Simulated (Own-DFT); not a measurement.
Simulation results for Si$_{12}$O$_{23}$ (quartz with two neutral oxygen vacancies, atoms displaced)

All values are calculated (Own-DFT development build). A calculation, not a measurement: plane-wave PBE and HSE06 DFT by an unreviewed code, no spin, of a simulated cell at Gamma alone, so results move with cell size and shape, stress positive in tension, energies less offsets, not probed for a lower state with spin; oxygen file: force components 24 meV/angstrom off all-electron in a glass; k mesh not checked against a denser one; forces and stress are PBE's, HSE06 gives the energy alone, and its difference from PBE has offsets of its own; offsets are fitted by least squares, one for each functional and potential file, so energies compare only between cells with the same atoms and settings and are not formation energies; the far tail of each file's local potential was reset to the Coulomb form; each entry is a single point on an unrelaxed cell, so the pressure reflects the starting lattice, mostly measured values (interpolated for alloys), from which strain is counted, and rises with the displacements; printed positions are rounded, which can move forces by about a meV/angstrom; the program, named Own-DFT, is a retired in-house code; no spin-orbit coupling.

Common to all runs: first functional PBE; second functional HSE06; exact exchange share 0.25; screening 0.11 1/bohr; exchange divergence Gygi-Baldereschi; potential files PseudoDojo norm-conserving, scalar-relativistic, made for PBE, standard set; wave cutoff 48 hartree; occupations fixed; k mesh 1 x 1 x 1 centred on Gamma.

(1) Si$_{12}$O$_{23}$ (quartz with two neutral oxygen vacancies, atoms displaced)

```
Si12O23
1.0
      9.8268     0.0000     0.0000
     -4.9134     8.5103     0.0000
      0.0000     0.0000    10.8104
Si O Si O Si O Si O Si O Si O Si O Si O
3 6 3 5 3 6 3 5 3 6 3 6 3 6 3 6
Direct
  0.23511 0.00376 0.00539
  0.00643 0.23590 0.33538
  0.25943 0.26278 0.16654
  0.20669 0.13809 0.05898
  0.42298 0.28937 0.22908
  0.36762 0.07451 0.39592
  0.07200 0.36859 0.43622
  0.13251 0.20355 0.27529
  0.28964 0.43217 0.10606
  0.23049 0.00269 0.50060
  0.99897 0.23426 0.83162
  0.26426 0.26674 0.66675
  0.20934 0.13265 0.55453
  0.42145 0.29199 0.72874
  0.36554 0.07309 0.89489
  0.07580 0.36894 0.94271
  0.13296 0.20554 0.78159
  0.23043 0.49485 0.99611
  0.00404 0.73046 0.33486
  0.27638 0.77110 0.16978
  0.20797 0.63313 0.05730
  0.42510 0.79849 0.22547
  0.36798 0.57973 0.39215
  0.07543 0.86871 0.44083
  0.13171 0.70731 0.27635
  0.29004 0.92121 0.10696
  0.23445 0.49948 0.49955
  0.99722 0.73402 0.83268
  0.26793 0.77494 0.66778
  0.43386 0.80296 0.73091
  0.37129 0.57804 0.88746
  0.07567 0.86796 0.94087
  0.13652 0.70452 0.77721
  0.29842 0.93288 0.60895
  0.73551 0.00195 0.99709
  0.49796 0.23728 0.33468
  0.76458 0.26730 0.16557
  0.70077 0.12903 0.06047
  0.92592 0.29408 0.22434
  0.86601 0.07312 0.39111
  0.57409 0.36506 0.43954
  0.63415 0.20851 0.27362
  0.79620 0.42828 0.11187
  0.74076 0.99929 0.49581
  0.49880 0.23897 0.83571
  0.76818 0.26697 0.66799
  0.70428 0.13135 0.55571
  0.93009 0.29507 0.72781
  0.86441 0.07510 0.89132
  0.57209 0.37056 0.94033
  0.63396 0.20762 0.77326
  0.79212 0.42758 0.60841
  0.73636 0.50109 0.00138
  0.49853 0.73289 0.33120
  0.75873 0.76009 0.16424
  0.70710 0.63445 0.05939
  0.92426 0.79273 0.22686
  0.87029 0.57717 0.38897
  0.57518 0.87418 0.43827
  0.63607 0.70779 0.27392
  0.78987 0.92778 0.10269
  0.73860 0.50039 0.50534
  0.49987 0.73239 0.83740
  0.76373 0.77090 0.66565
  0.70881 0.63037 0.56425
  0.92939 0.79851 0.73069
  0.86882 0.57564 0.89274
  0.56937 0.86388 0.94185
  0.63084 0.70166 0.77591
  0.79557 0.92523 0.60656
```

* PBE energy of cell above offsets: -20.605 eV
* HSE06 less PBE above offsets: 0.048 eV
* PBE pressure: 7.56 GPa
* PBE stress xx: -7.96 GPa
* PBE stress yy: -8.7 GPa
* PBE stress zz: -6.03 GPa
* PBE stress yz: 0.85 GPa
* PBE stress xz: -0.11 GPa
* PBE stress xy: -0.62 GPa

Force:
```csv
element,x (eV/Å),y (eV/Å),z (eV/Å)
Si,0.618,-1.676,-1.626
Si,-3.473,-0.598,-2.153
Si,0.864,2.522,0.238
O,-0.507,-0.348,-0.434
O,-1.661,0.732,-1.65
O,-0.048,-0.426,-0.158
O,-0.244,0.878,0.951
O,1.049,-0.408,-0.174
O,1.984,-2.097,2.009
Si,3.863,-2.02,-1.258
Si,0.099,0.773,2.032
Si,-2.412,1.207,-1.88
O,-2.918,3.272,2.562
O,1.019,0.486,0.025
O,0.17,0.513,0.103
O,-2.539,-3.537,-2.472
O,1.777,-0.25,-1.339
Si,1.592,4.67,0.347
Si,-3.444,3.605,-0.86
Si,-6.447,-3.964,-3.018
O,-0.111,1.137,1.053
O,6.175,0.618,3.02
O,-0.366,-1.991,0.278
O,-0.922,-1.372,-0.483
O,4.513,-0.122,-2.179
O,-0.546,2.013,-0.182
Si,0.21,0.827,3.723
Si,1.989,1.56,0.852
Si,2.634,-3.014,0.472
O,-0.768,-0.022,-0.785
O,-2.231,-5.008,2.586
O,-0.313,-0.05,0.065
O,-0.675,-0.031,-0.25
O,-0.941,1.448,-0.894
Si,-1.49,-0.761,0.313
Si,1.813,-1.556,-0.089
Si,0.687,-2.195,0.87
O,-0.443,0.943,0.04
O,1.77,-0.344,1.114
O,1.633,0.597,-1.135
O,0.449,2.018,1.694
O,-0.681,-0.17,0.32
O,-1.272,2.122,-1.836
Si,-2.223,0.481,1.605
Si,0.971,-1.548,-0.464
Si,-0.486,-1.776,-1.16
O,0.577,1.03,1.186
O,-0.724,0.694,-1.198
O,0.351,-0.153,-0.605
O,0.11,0.511,0.685
O,-0.643,0.19,0.53
O,1.631,-0.482,1.454
Si,0.749,-0.188,0.043
Si,0.701,3.246,0.124
Si,1.877,3.192,0.652
O,-0.328,-1.242,-1.298
O,0.331,-0.164,0.266
O,-1.767,-3.517,2.879
O,-0.275,-1.851,-1.133
O,-1.399,-0.65,0.871
O,1.259,-1.343,1.417
Si,-0.781,0.053,-3.909
Si,0.229,3.289,-2.367
Si,1.952,-3.515,2.664
O,-0.881,1.058,0.225
O,-1.646,0.349,-1.686
O,-0.708,-1.828,0.894
O,0.375,0.99,0.845
O,1.155,0.43,-0.937
O,-0.859,2.767,-1.397
```

(2) Si$_{12}$O$_{23}$ (quartz with two neutral oxygen vacancies, atoms displaced)

```
Si12O23
1.0
      9.8268     0.0000     0.0000
     -4.9134     8.5103     0.0000
      0.0000     0.0000    10.8104
Si O Si O Si O Si O Si O Si O Si O Si O
3 6 3 5 3 6 3 6 3 6 3 5 3 6 3 6
Direct
  0.23651 0.00400 0.00175
  0.99952 0.23660 0.33390
  0.26784 0.26597 0.16884
  0.20635 0.13454 0.06228
  0.43192 0.29253 0.22656
  0.36547 0.06909 0.39275
  0.07313 0.37019 0.44253
  0.13704 0.20756 0.27046
  0.29056 0.42319 0.10906
  0.23741 0.00536 0.49643
  0.99959 0.23858 0.83042
  0.27129 0.27285 0.66853
  0.20598 0.13840 0.55744
  0.42219 0.28655 0.72933
  0.07128 0.36334 0.94152
  0.13425 0.20949 0.77159
  0.29129 0.42646 0.60910
  0.23235 0.49972 0.99724
  0.00400 0.73578 0.33360
  0.26197 0.76140 0.16862
  0.20590 0.63429 0.06153
  0.42084 0.79009 0.22473
  0.36255 0.57571 0.39237
  0.06808 0.86706 0.44406
  0.12775 0.70292 0.27419
  0.29722 0.93292 0.11254
  0.22802 0.49710 0.49940
  0.00297 0.73348 0.83213
  0.26088 0.76310 0.66630
  0.20937 0.63819 0.55628
  0.43318 0.79593 0.72585
  0.35813 0.56957 0.89221
  0.07808 0.86991 0.93812
  0.13691 0.70801 0.77488
  0.28936 0.91931 0.61123
  0.73802 0.00134 0.99698
  0.50073 0.23088 0.34243
  0.76533 0.26880 0.16321
  0.70590 0.13638 0.06067
  0.93208 0.29340 0.22341
  0.86091 0.06627 0.38985
  0.57174 0.36075 0.43488
  0.63646 0.21036 0.27423
  0.79390 0.42845 0.10840
  0.73809 0.99932 0.49692
  0.50956 0.24630 0.83040
  0.76511 0.25773 0.67093
  0.70427 0.12937 0.55525
  0.92690 0.28964 0.72519
  0.86928 0.07339 0.88465
  0.57668 0.36681 0.93939
  0.79117 0.42591 0.60844
  0.73436 0.50109 0.00289
  0.50108 0.73935 0.33169
  0.76065 0.75971 0.17059
  0.70273 0.62850 0.06093
  0.92569 0.79410 0.22295
  0.86355 0.57164 0.39481
  0.56650 0.86561 0.44433
  0.63558 0.70504 0.27001
  0.79277 0.92618 0.10579
  0.73683 0.50213 0.50384
  0.49917 0.73308 0.83296
  0.76220 0.76419 0.66655
  0.70286 0.62994 0.55748
  0.92363 0.79329 0.72678
  0.86809 0.57199 0.89314
  0.57689 0.86790 0.94163
  0.63692 0.70537 0.77375
  0.79602 0.92750 0.60816
```

- PBE energy of cell above offsets: -21.130 eV
- HSE06 less PBE above offsets: 0.112 eV
- PBE pressure: 6.89 GPa
- PBE stress xx: -6.47 GPa
- PBE stress yy: -7.13 GPa
- PBE stress zz: -7.07 GPa
- PBE stress yz: -0.93 GPa
- PBE stress xz: 0.06 GPa
- PBE stress xy: -0.26 GPa

Force:
```csv
element,x (eV/Å),y (eV/Å),z (eV/Å)
Si,2.22,1.201,-1.308
Si,1.238,-0.996,-0.604
Si,1.748,0.141,-0.454
O,-0.719,-0.075,-0.285
O,-0.059,-0.316,0.51
O,0.61,-0.979,-0.427
O,-1.972,-2.865,-1.42
O,-2.468,-0.639,2.805
O,-0.909,1.994,-1.459
Si,-1.032,-1.934,3.231
Si,2.465,-0.941,1.354
Si,-1.45,-2.731,-0.657
O,0.616,0.109,0.1
O,-0.142,1.447,-1.379
O,-0.798,0.052,-0.023
O,0.061,0.081,0.249
O,-0.755,2.156,-1.094
Si,0.029,-0.933,3.069
Si,-3.764,0.09,0.87
Si,-1.527,1.661,-0.972
O,-0.126,-0.925,-1.018
O,2.007,0.533,0.81
O,0.382,-0.074,-0.23
O,0.444,0.112,-0.433
O,2.15,-0.463,-0.657
O,0.082,-0.981,0.217
Si,2.808,2.643,1.059
Si,-1.877,0.751,0.382
Si,3.021,-0.679,0.642
O,-0.402,-0.724,-0.038
O,-1.552,-0.222,-0.832
O,1.643,1.314,-1.712
O,-0.414,-0.694,-0.355
O,0.18,-1.038,0.606
O,-1.999,3.914,-2.582
Si,0.507,1.193,0.714
Si,0.103,-1.041,-6.118
Si,0.983,-1.051,2.472
O,0.741,-1.438,-1.701
O,-1.236,0.315,-0.555
O,1.686,1.691,-1.712
O,0.714,4.749,4.964
O,0.541,-0.436,0.077
O,-0.026,1.358,-0.296
Si,-1.256,-1.463,1.675
Si,2.582,-4.834,0.571
Si,-4.523,0.171,-0.487
O,-0.282,1.237,0.979
O,-0.032,1.378,-1.292
O,-1.021,-1.109,1.25
O,-0.301,1.484,1.287
O,1.074,-0.883,0.88
Si,1.318,-0.036,-1.229
Si,0.133,-1.261,0.631
Si,1.777,2.249,-4.007
O,-1.063,1.151,0.517
O,1.838,-0.187,1.315
O,0.845,0.909,-0.946
O,0.576,-0.031,-0.557
O,-3.907,-0.965,3.691
O,0.296,-0.438,0.321
Si,-0.235,-2.244,-1.661
Si,0.563,0.27,0.563
Si,1.15,-0.176,-0.928
O,-1.365,1.51,0.993
O,1.339,-0.2,0.426
O,-0.146,-0.221,0.41
O,-0.943,-1.446,-0.991
O,-1.735,-0.795,1.492
O,-0.429,0.601,-0.711
```

(3) Si$_{12}$O$_{23}$ (quartz with two neutral oxygen vacancies, atoms displaced)

```
Si12O23
1.0
      9.8268     0.0000     0.0000
     -4.9134     8.5103     0.0000
      0.0000     0.0000    10.8104
Si O Si O Si O Si O Si O Si O Si O Si O
3 6 3 4 3 6 3 6 3 6 3 6 3 6 3 6
Direct
  0.23824 0.99819 0.00006
  0.99712 0.23097 0.33776
  0.26377 0.26698 0.16853
  0.20916 0.13562 0.06012
  0.42596 0.29140 0.22516
  0.36899 0.07705 0.39265
  0.07437 0.36644 0.44134
  0.13191 0.20301 0.27340
  0.29166 0.42719 0.10680
  0.23758 0.99706 0.49866
  0.99931 0.23805 0.83646
  0.25874 0.26155 0.66768
  0.42548 0.29081 0.72838
  0.37045 0.07722 0.89283
  0.07583 0.36309 0.93827
  0.13700 0.21118 0.77486
  0.22973 0.50065 0.00002
  0.99708 0.73342 0.33300
  0.27025 0.76461 0.17060
  0.20738 0.63589 0.05730
  0.42642 0.79351 0.22037
  0.35665 0.57016 0.39688
  0.07705 0.87373 0.44305
  0.13762 0.70758 0.27368
  0.29814 0.93133 0.10594
  0.23375 0.49978 0.49938
  0.99888 0.73623 0.83203
  0.26784 0.76927 0.66349
  0.20966 0.63382 0.55745
  0.42893 0.78974 0.72070
  0.36469 0.57253 0.89445
  0.06776 0.87015 0.93500
  0.14033 0.71141 0.77007
  0.29355 0.93023 0.60934
  0.73369 0.00041 0.00238
  0.50223 0.23328 0.33563
  0.76051 0.26785 0.16577
  0.70976 0.13908 0.05966
  0.93012 0.29601 0.22633
  0.86862 0.07914 0.39421
  0.57283 0.36872 0.44299
  0.63029 0.20915 0.27520
  0.78621 0.41827 0.10851
  0.73408 0.99840 0.49926
  0.50323 0.23544 0.83287
  0.76347 0.27080 0.66410
  0.70732 0.13238 0.56398
  0.93100 0.29276 0.72924
  0.87271 0.07714 0.89123
  0.57268 0.36706 0.93970
  0.63163 0.20114 0.77215
  0.79544 0.42787 0.60781
  0.74256 0.50250 0.00456
  0.49900 0.73704 0.33336
  0.76271 0.76084 0.16428
  0.70194 0.63064 0.05969
  0.92804 0.79295 0.22884
  0.86956 0.57298 0.39626
  0.57644 0.86684 0.44563
  0.63205 0.70415 0.27295
  0.79440 0.92824 0.09938
  0.73015 0.49448 0.49819
  0.50542 0.73546 0.83607
  0.76511 0.77135 0.66523
  0.70910 0.63052 0.56285
  0.92288 0.79070 0.72646
  0.85913 0.57696 0.88857
  0.57093 0.87188 0.93960
  0.63380 0.71178 0.77711
  0.78952 0.92202 0.61032
```

- PBE energy of cell above offsets: -20.095 eV
- HSE06 less PBE above offsets: -0.041 eV
- PBE pressure: 8.14 GPa
- PBE stress xx: -7.44 GPa
- PBE stress yy: -9.37 GPa
- PBE stress zz: -7.6 GPa
- PBE stress yz: 1.61 GPa
- PBE stress xz: 0.03 GPa
- PBE stress xy: -1.01 GPa

Force:
```csv
element,x (eV/Å),y (eV/Å),z (eV/Å)
Si,-2.055,1.427,-1.263
Si,1.535,3.82,-2.793
Si,0.672,-0.656,-0.915
O,0.136,-0.726,-0.408
O,0.977,0.309,0.962
O,0.34,-1.645,0.046
O,-1.286,-0.926,-0.422
O,-0.932,-0.3,1.051
O,-0.352,0.723,0.096
Si,-1.452,4.488,2.572
Si,1.724,-1.319,-2.197
Si,1.672,0.543,-4.479
O,-0.35,0.655,-0.723
O,-0.317,-1.653,0.611
O,-0.703,1.961,2.304
O,-1.576,-0.807,1.924
Si,2.061,-0.463,-0.14
Si,2.193,0.911,1.793
Si,-4.312,0.418,-3.664
O,-1.076,1.042,0.948
O,4.566,0.647,2.565
O,3.483,3.427,-4.294
O,-1.732,-3.243,-2.345
O,-1.314,-0.236,1.134
O,1.245,-1.827,1.64
Si,0.499,-3.175,4.691
Si,1.439,0.255,-1.282
Si,1.517,-0.974,0.315
O,-1.413,1.219,0.406
O,0.724,0.069,0.791
O,0.388,0.467,-0.283
O,1.059,1.03,1.487
O,-2.258,-0.623,1.797
O,1.071,0.093,0.166
Si,-0.399,1.966,-3.374
Si,-3.399,2.027,-0.432
Si,3.713,-3.567,3.069
O,-0.209,-0.847,-0.48
O,-1.294,-0.331,-0.148
O,-1.303,-3.885,1.593
O,-1.389,-2.083,-1.346
O,2.95,-0.495,-1.054
O,-0.71,4.367,-1.017
Si,1.124,2.144,2.258
Si,-0.616,0.6,0.083
Si,3.058,-2.473,2.728
O,0.097,-0.579,-1.128
O,-3.056,0.87,-2.386
O,-1.739,-2.657,2.036
O,1.214,1.343,1.195
O,0.598,0.223,-0.175
O,-0.744,2.025,-1.18
Si,-2.862,-1.356,-2.813
Si,-0.058,-1.389,0.712
Si,0.06,2.074,0.403
O,0.286,-0.332,-0.15
O,-1.749,0.32,-1.702
O,-0.047,-0.487,-0.326
O,-1.682,-2.237,-2.081
O,-0.613,0.202,0.415
O,2.082,-2.371,3.045
Si,1.453,2.657,1.915
Si,-4.176,-0.007,-0.235
Si,1.763,-5.067,2.28
O,-0.725,0.534,-0.05
O,0.033,0.525,-0.592
O,0.796,-0.785,0.669
O,-0.118,0.092,0.419
O,3.223,-0.46,-1.469
O,-1.731,4.505,-2.769
```
